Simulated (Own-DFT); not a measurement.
# Point defects and the pressure they add: wurtzite GaN

No measurement is shown. These are fixed-geometry runs of a retired plane-wave code named Own-DFT, which no person has reviewed; spin and spin-orbit coupling are neglected.

All runs used: PBE; PseudoDojo norm-conserving scalar-relativistic files; cutoff 42 hartree; 4 x 4 x 3 k mesh centred on Gamma; Fermi-Dirac smearing of 0.1 eV.

Keep in mind (not all hold for every row): not probed for a lower state with spin; forces not confirmed at this smearing and k mesh; stress not checked against mesh or cutoff.

All runs share one cell, with vectors in Å (9.567, 0.000, 0.000); (-4.784, 8.285, 0.000); (0.000, 0.000, 10.370) and a volume of 822.0 Å³. Atoms were moved at random from their sites; u is the rms move along one axis. The defect's site can differ from row to row.

```
cell,formula,u (Å),P (GPa)
no defect,Ga36N36,0.0201,5.89
no defect,Ga36N36,0.0208,5.96
no defect,Ga36N36,0.0446,7.19
one N on a Ga site,Ga35N37,0.0270,5.34
one N on a Ga site,Ga35N37,0.0282,5.48
one N on a Ga site,Ga35N37,0.0509,6.80
one Ga on an N site,Ga37N35,0.0273,12.00
one Ga on an N site,Ga37N35,0.0284,?
one Ga on an N site,Ga37N35,0.0485,12.55
one Ga on an N site,Ga37N35,0.0487,13.00
```

## Working it out

P = P0 + c u² + a shift for each defect gives P0 = 5.70 GPa, c = 687 ± 86 GPa/Å² and a scatter of 0.20 GPa. The shifts, and each times the cell's volume:

- one Ga on an N site: 5.56 ± 0.18 GPa, 28.5 eV
- one N on a Ga site: -0.77 ± 0.17 GPa, -3.9 eV

A positive shift means that the defect pushes the cell outwards. Shift times volume (160.2 GPa Å³ is 1 eV) depends little on the cell's size, so, taken for each site, it can be compared between cells at like pressure. The atoms around the defects weren't relaxed, which would change these numbers.

## Check

Asked: what pressure belongs in the blank (one Ga on an N site, u = 0.0284 Å)?

Estimate: 11.82 ± 0.25 GPa. Computed: 11.87 GPa.
